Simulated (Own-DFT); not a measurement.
## Calculated data, AlGa3N4 (wurtzite random alloy, strained, atoms displaced)

All values are calculated (Own-DFT development build). A calculation, not a measurement: plane-wave density functional theory by an unreviewed code, no spin, of a simulated periodic cell, stress positive in tension, run twice, with PBE and with PBEsol, both on files made for PBE, so the change isn't that of files made for PBEsol, forces on such cells passed a denser k mesh, this cell's mesh not checked; the far tail of each file's local potential was reset to the Coulomb form; each entry is a single point on an unrelaxed cell, so the pressure reflects the starting lattice, mostly measured values (interpolated for alloys), from which strain is counted, and rises with the displacements; printed positions are rounded, which can move forces by about a meV/angstrom; the program, named Own-DFT, is a retired in-house code; no spin-orbit coupling; stress was not checked against mesh or cutoff.

Common to all runs: functional PBE, then PBEsol; potential files PseudoDojo norm-conserving, scalar-relativistic, standard set; wave cutoff 42 hartree; occupations Fermi-Dirac; smearing width 0.1 eV; k mesh 4 x 4 x 3 centred on Gamma.

(1) 
```xyz
72
Lattice="9.4855 0.0000 0.0000 -4.7427 8.2147 0.0000 0.0000 0.0000 10.2685" Properties=species:S:1:pos:R:3:PBE_force_x:R:1:PBE_force_y:R:1:PBE_force_z:R:1:PBEsol_force_x:R:1:PBEsol_force_y:R:1:PBEsol_force_z:R:1 formula=AlGa3N4 PBE_pressure=8.28 PBE_stress_xx=-7.18 PBE_stress_yy=-7.24 PBE_stress_zz=-10.43 PBE_stress_yz=1.01 PBE_stress_xz=0.92 PBE_stress_xy=0.05 PBEsol_pressure=3.35 PBEsol_stress_xx=-2.28 PBEsol_stress_yy=-2.32 PBEsol_stress_zz=-5.46 PBEsol_stress_yz=1 PBEsol_stress_xz=0.91 PBEsol_stress_xy=0.01 rms_change_of_force_components_from_PBE_to_PBEsol=0.068
Ga    -0.0402     1.8246    10.1504      1.953      0.204      1.586      1.897      0.206      1.558
Ga     1.5955     0.9187     2.5710     -0.419     -0.635     -0.414     -0.422     -0.612     -0.394
N     -0.0234     1.8115     1.8694      2.431      1.559       -0.7      2.353      1.521     -0.672
N      1.4968     0.9255     4.5015      1.458     -0.788      0.759      1.427     -0.629      0.698
Ga     0.0125     1.8972     5.2138     -1.049     -0.746     -1.876      -1.01     -0.733     -1.844
Ga     1.5374     0.8549     7.6572      1.725      1.099     -0.096      1.684      1.091     -0.071
N      0.0706     1.8795     7.0696      -1.56      -1.41      0.736     -1.525     -1.372      0.713
N      1.6038     1.0109     9.5369     -0.062     -1.268      1.436      -0.07     -1.256      1.403
Ga    -1.5239     4.4439     0.0143     -2.382      1.965     -0.878     -2.323      1.932      -0.84
Ga    -0.0385     3.6832     2.5593      0.666      0.242     -0.351      0.646      0.241     -0.338
N     -1.6083     4.6976     1.8534      0.702     -1.704      1.408      0.687     -1.693      1.387
N     -0.0412     3.6808     4.5008      1.635     -0.213       -0.1      1.473     -0.269     -0.135
Ga    -1.5560     4.5728     5.1275     -0.728      0.887      0.002     -0.704      0.847     -0.013
Ga    -0.0312     3.6391     7.6982      0.697      1.534     -0.225      0.686      1.482      -0.22
N     -1.5770     4.5674     7.0238     -0.278      1.102      1.219     -0.269      0.954      1.154
N     -0.0584     3.6136     9.6099      1.567        0.3     -0.144      1.514      0.286     -0.144
Ga    -3.1149     7.3481    10.2164     -0.632     -0.448      0.286     -0.619     -0.475      0.295
Ga    -1.5776     6.4362     2.6262     -0.353      0.046     -1.213      -0.34       0.03     -1.196
N     -3.1710     7.1879     1.8731      0.606      2.496      0.323      0.594      2.442      0.323
N     -1.5040     6.4282     4.4649     -1.235      0.824       2.49     -1.238      0.661      2.318
Al    -3.0897     7.3494     5.2472     -0.718     -0.832     -3.235     -0.719     -0.819     -3.247
Al    -1.5986     6.4934     7.7564      0.666     -2.052     -0.835       0.65      -2.04     -0.835
N     -3.1624     7.2375     7.0453      0.481      0.697      0.498      0.309       0.76       0.64
N     -1.6256     6.3482     9.5901      1.227      0.385      0.134      1.189      0.392      0.318
Ga     3.1770     1.8499     0.0461      -0.04      0.544     -1.464     -0.041       0.54     -1.426
Ga     4.7107     0.9942     2.4798      1.857     -1.706      1.764      1.803      -1.67      1.716
N      3.2192     1.8815     1.9389     -1.937      0.984      0.378     -1.876      0.802      0.304
N      4.7199     0.9072     4.5342      1.261      1.507     -0.865      1.098       1.63      -0.95
Ga     3.1821     1.8157     5.1452     -0.616     -0.626      1.102     -0.591       -0.6       1.06
Ga     4.7868     0.8669     7.8259     -0.501       0.55     -2.123     -0.499       0.54     -2.076
N      3.2398     1.8110     7.1478     -0.834      0.327     -0.522     -0.814      0.173      -0.56
N      4.8441     0.8975     9.6808     -1.925      0.934      0.135     -1.877        0.9      0.122
Ga     1.5848     4.5649    10.2553     -0.082      0.289      0.098     -0.075      0.285      0.108
Al     3.2384     3.6878     2.6259     -1.341      0.046     -0.487     -1.338      0.036     -0.483
N      1.6154     4.5951     1.9568       0.36     -1.313      0.012      0.232     -1.211     -0.037
N      3.1488     3.5798     4.5444      0.474      2.051     -0.979      0.476      1.843     -0.899
Al     1.6098     4.5278     5.1467     -0.737      0.938      0.266     -0.744      0.909       0.26
Al     3.2217     3.6625     7.6964     -1.133     -0.464       0.12     -1.136     -0.469      0.121
N      1.5818     4.5233     7.0981      1.034      1.141     -0.475      0.887      1.067     -0.407
N      3.1389     3.6532     9.5957      0.749      0.115      0.268      0.721      0.105      0.437
Ga     0.0107     7.3957     0.0059      -0.71     -3.079      1.173     -0.673     -3.004      1.148
Ga     1.5821     6.4162     2.5935       0.07     -0.085     -0.003      0.069     -0.085     -0.003
N     -0.0204     7.2922     2.0281      0.379      1.412     -1.665      0.369      1.388     -1.633
N      1.5596     6.3376     4.4805     -0.186      0.462       1.97     -0.092      0.538      1.821
Al    -0.0517     7.4414     5.1011      1.436     -3.162       0.83      1.447     -3.166      0.837
Al     1.5903     6.4869     7.7387     -1.527     -2.221     -0.491     -1.542     -2.224     -0.483
N     -0.0392     7.2942     7.0975       0.39     -0.128     -0.698      0.402      0.031     -0.651
N      1.5479     6.4294     9.6235      0.604     -0.018       -0.2      0.585     -0.011     -0.028
Ga     6.3305     1.7908     0.0089      0.725      1.047      0.378        0.7      1.028      0.376
Ga     8.0098     1.0342     2.5431     -2.878     -2.517      0.389     -2.798      -2.47       0.39
N      6.3100     1.8614     1.8806       0.76      0.271      1.301       0.74      0.266      1.254
N      7.9116     0.8429     4.4132     -0.748      2.501      1.948     -0.636      2.386      1.869
Al     6.3056     1.8230     5.1841       0.47     -0.019     -2.524      0.485     -0.002     -2.555
Ga     7.8623     0.9737     7.7564      0.728     -0.493     -0.764      0.704     -0.488     -0.748
N      6.3228     1.8100     6.9917      0.071      0.229      1.275      0.083      0.221      1.487
N      7.9347     0.9205     9.7067     -1.109     -0.331     -1.671     -1.084     -0.317     -1.643
Ga     4.7673     4.5702     0.1218     -0.625     -0.657     -2.407     -0.598     -0.631      -2.35
Ga     6.3769     3.7240     2.5741     -0.284     -0.628     -1.068     -0.276     -0.597      -1.04
N      4.7473     4.5904     1.9485     -0.537     -1.365      1.625     -0.378     -1.243      1.512
N      6.3262     3.7106     4.4288     -0.663     -1.287      2.118     -0.516     -1.208      1.965
Al     4.7349     4.5568     5.0980      0.327      0.577      0.449      0.324      0.579      0.441
Ga     6.3570     3.6402     7.7143     -0.477      0.423     -0.256     -0.473      0.411     -0.245
N      4.7477     4.5208     7.0686      -0.24      0.539     -1.276     -0.086       0.61     -1.173
N      6.2343     3.5670     9.6343      1.369      0.697      0.066      1.353      0.674      0.066
Ga     3.1796     7.3622     0.0499      0.245     -2.179     -0.188      0.231     -2.124     -0.164
Ga     4.7635     6.3714     2.5392      -0.59      0.972      0.755      -0.57      0.954      0.732
N      3.1627     7.2540     1.9549      0.293      1.447     -0.204      0.291      1.407     -0.218
N      4.8029     6.4197     4.4745      0.487     -0.784      1.683      0.367     -0.701      1.555
Ga     3.2024     7.3438     5.1664     -0.696     -1.316     -1.183      -0.67     -1.264      -1.18
Ga     4.7398     6.4036     7.6570     -1.096     -1.116      1.043     -1.043     -1.093      1.031
N      3.0378     7.3445     7.0805      1.921      0.286      0.448       2.06      0.383       0.35
N      4.8070     6.3051     9.6606     -0.896       1.96     -0.893     -0.873      1.925     -0.867
```

Units: PBE_pressure, PBE_stress_xx, PBE_stress_yy, PBE_stress_zz, PBE_stress_yz, PBE_stress_xz, PBE_stress_xy, PBEsol_pressure, PBEsol_stress_xx, PBEsol_stress_yy, PBEsol_stress_zz, PBEsol_stress_yz, PBEsol_stress_xz, PBEsol_stress_xy in GPa; rms_change_of_force_components_from_PBE_to_PBEsol, PBE_force_x, PBE_force_y, PBE_force_z, PBEsol_force_x, PBEsol_force_y, PBEsol_force_z in eV/Å.

(2) 
```xyz
72
Lattice="9.4855 0.0000 0.0000 -4.7427 8.2147 0.0000 0.0000 0.0000 10.2685" Properties=species:S:1:pos:R:3:PBE_force_x:R:1:PBE_force_y:R:1:PBE_force_z:R:1:PBEsol_force_x:R:1:PBEsol_force_y:R:1:PBEsol_force_z:R:1 formula=AlGa3N4 PBE_pressure=8.49 PBE_stress_xx=-7.98 PBE_stress_yy=-9.76 PBE_stress_zz=-7.74 PBE_stress_yz=-0.56 PBE_stress_xz=-0.62 PBE_stress_xy=-2.7 PBEsol_pressure=3.56 PBEsol_stress_xx=-3.06 PBEsol_stress_yy=-4.74 PBEsol_stress_zz=-2.87 PBEsol_stress_yz=-0.54 PBEsol_stress_xz=-0.6 PBEsol_stress_xy=-2.62 rms_change_of_force_components_from_PBE_to_PBEsol=0.071
Ga    -0.0737     1.8390    10.1954      3.038      0.129      2.284      2.968      0.138      2.255
Ga     1.6057     0.9160     2.5476     -1.547     -0.625      0.066     -1.533     -0.611      0.077
N      0.0143     1.7512     1.9372     -0.669      1.176     -0.383     -0.643      1.139      -0.37
N      1.5290     0.8490     4.4346      1.033      0.532      1.588      1.014      0.538      1.554
Ga     0.0450     1.8361     5.1076     -1.229      -1.46      0.405     -1.188     -1.414      0.393
Al     1.6259     0.9284     7.7167     -1.772     -0.283      0.524     -1.789     -0.282      0.516
N      0.0026     1.8872     7.0667     -0.066     -0.754      1.353     -0.061     -0.755      1.187
N      1.5863     0.8900     9.6661     -1.031     -1.302      -0.92     -0.994     -1.135     -0.804
Ga    -1.6346     4.5203     0.0700      1.783       1.22     -0.234      1.749      1.189     -0.197
Ga     0.0705     3.6858     2.5879     -1.326     -0.913     -0.558     -1.285     -0.882     -0.549
N     -1.6173     4.5396     1.9325     -0.156     -0.116      1.914     -0.042     -0.043       1.81
N      0.0700     3.6204     4.5685     -1.519      0.057      -1.36     -1.476      0.055     -1.333
Ga    -1.5516     4.5054     5.1734       0.45      1.362     -1.266      0.431      1.327     -1.216
Al     0.0118     3.6959     7.7190     -0.356     -0.493      0.038     -0.353     -0.478      0.043
N     -1.5752     4.5883     7.0218     -0.307      0.117      3.032     -0.294       0.12      2.807
N      0.0266     3.6292     9.7191     -0.482      1.446     -2.204     -0.478      1.397     -2.039
Al    -3.2583     7.2559     0.0895      2.271      1.476       0.17       2.31      1.474      0.197
Ga    -1.6251     6.4399     2.5973      0.051      -1.07      -1.26      0.063     -1.051     -1.207
N     -3.2620     7.3056     2.0376      0.958     -0.416     -2.169      0.944     -0.399     -1.982
N     -1.5537     6.4358     4.4369     -0.289     -1.085      2.383     -0.288     -1.048      2.327
Ga    -3.1532     7.2558     5.2021     -0.091      0.264     -0.821     -0.099      0.262     -0.822
Al    -1.5922     6.4207     7.7771     -0.862     -0.798     -0.399     -0.877      -0.82     -0.409
N     -3.1880     7.3160     7.1384      0.931      0.128      0.045      0.789      0.034     -0.068
N     -1.5733     6.3977     9.6653     -1.917     -0.339     -0.072     -1.763     -0.372      0.048
Ga     3.0384     1.8388     0.0029      1.679     -0.177      0.017      1.619     -0.162      0.019
Al     4.7074     0.9330     2.5485      0.402     -0.638      0.084      0.395     -0.642      0.101
N      3.0988     1.8340     1.9628      2.129     -1.252     -0.536      1.941     -1.147     -0.563
N      4.6398     0.8400     4.6032      1.468      2.381     -2.693      1.435      2.325     -2.523
Ga     3.1433     1.7881     5.1298     -1.505      1.096      0.761     -1.451      1.053      0.753
Ga     4.7739     0.8416     7.6448     -0.661      1.636      0.923     -0.642      1.591      0.896
N      3.0866     1.8433     7.1367      1.177      0.054     -0.887      1.315      0.149     -0.941
N      4.7556     0.8763     9.6402     -0.216      2.225     -0.291     -0.207      2.156     -0.288
Ga     1.5981     4.6391    10.2327     -0.347     -1.302      1.629     -0.352      -1.28      1.601
Ga     3.1383     3.5567     2.6036      0.515      2.455     -0.606       0.49      2.418      -0.59
N      1.6139     4.6018     1.9891      0.268      -0.36     -1.066      0.254     -0.361     -1.032
N      3.2371     3.7393     4.4823     -1.827     -2.573      0.645     -1.793     -2.519      0.622
Ga     1.5576     4.5124     5.1300      1.337      0.153      0.143      1.308      0.172       0.14
Ga     3.1487     3.7144     7.7123     -0.484      -1.11     -0.242     -0.467     -1.081     -0.244
N      1.5416     4.6098     7.0258      -0.08     -1.235      1.338      0.061     -1.126      1.259
N      3.1475     3.6336     9.6315      0.437      0.959      0.181      0.421      0.944      0.173
Ga    -0.0635     7.3616    10.2169      0.376     -1.281      1.765      0.374     -1.274      1.712
Ga     1.5997     6.4461     2.5592     -0.592     -1.578      0.707     -0.578     -1.566        0.7
N      0.0236     7.2599     2.0131     -1.068      2.362     -1.145     -1.042      2.179     -1.153
N      1.6014     6.2416     4.4871     -1.023       2.47      0.213     -0.984      2.429      0.207
Ga    -0.0133     7.3566     5.1511      0.372     -3.508      0.681      0.339     -3.413      0.663
Ga     1.6382     6.3414     7.7112     -1.457      1.233     -0.053     -1.421        1.2      -0.07
N     -0.1033     7.2745     7.1554      1.166     -0.765     -1.039      1.305     -0.622     -1.087
N      1.5315     6.4150     9.6623      1.184      0.771     -0.403      1.022      0.656     -0.454
Ga     6.3155     1.8911    10.2444     -0.284     -1.333      1.203     -0.274     -1.288      1.187
Ga     7.9130     0.7552     2.5377      0.159      3.132     -0.243      0.166      3.057     -0.212
N      6.3107     1.8711     2.0095     -0.758     -1.028     -0.333     -0.625     -1.102     -0.433
N      7.8735     0.8666     4.3998     -0.253      0.304      2.088     -0.256      0.284      2.029
Ga     6.2517     1.8184     5.0846      1.324      0.034      0.234      1.293      0.024      0.257
Al     7.8861     0.9154     7.7885      0.737      0.377     -2.055      0.732      0.378     -2.062
N      6.3455     1.8263     7.0659      0.207      0.682      0.741      0.069      0.588       0.63
N      7.9766     0.9515     9.6474      -3.36      -2.24     -0.732      -3.26     -2.041     -0.585
Ga     4.7637     4.5478     0.0403     -1.031      0.927      0.483     -1.003      0.889      0.487
Al     6.3273     3.6055     2.6925      0.252      1.157     -1.969      0.259      1.162     -1.972
N      4.7622     4.5280     1.9663      0.248     -0.409      0.539      0.125     -0.332      0.472
N      6.3574     3.7171     4.5152     -1.029     -1.051      0.399     -1.001     -1.028      0.579
Ga     4.6872     4.5931     5.1461      1.865      0.464     -0.188      1.807      0.467     -0.179
Al     6.3481     3.6645     7.7290     -0.148     -0.134      -0.63     -0.169     -0.128     -0.635
N      4.7078     4.6051     7.0630      1.321     -2.522      0.337      1.173     -2.382      0.292
N      6.3240     3.6873     9.6991     -0.406      -0.37     -2.712     -0.394     -0.366     -2.505
Al     3.0930     7.2978    10.2281      1.156      0.316      0.676      1.142      0.317      0.682
Ga     4.6634     6.3873     2.6241      1.034     -1.225     -0.572       1.01     -1.182      -0.54
N      3.1537     7.2488     1.9485     -0.228     -0.328     -2.679     -0.225     -0.312     -2.466
N      4.7323     6.3880     4.4926     -0.103      0.246      1.468     -0.109      0.227      1.431
Ga     3.0820     7.2424     5.1268      0.784       0.87      -0.12      0.769      0.836     -0.117
Ga     4.7554     6.2913     7.6656     -0.483      3.461      1.372     -0.473      3.373      1.322
N      3.0835     7.3567     7.0491      1.196      0.187      1.064      1.149      0.016      0.983
N      4.7740     6.5058     9.6788     -2.344     -1.787     -0.651     -2.355     -1.917     -0.765
```

Units: PBE_pressure, PBE_stress_xx, PBE_stress_yy, PBE_stress_zz, PBE_stress_yz, PBE_stress_xz, PBE_stress_xy, PBEsol_pressure, PBEsol_stress_xx, PBEsol_stress_yy, PBEsol_stress_zz, PBEsol_stress_yz, PBEsol_stress_xz, PBEsol_stress_xy in GPa; rms_change_of_force_components_from_PBE_to_PBEsol, PBE_force_x, PBE_force_y, PBE_force_z, PBEsol_force_x, PBEsol_force_y, PBEsol_force_z in eV/Å.
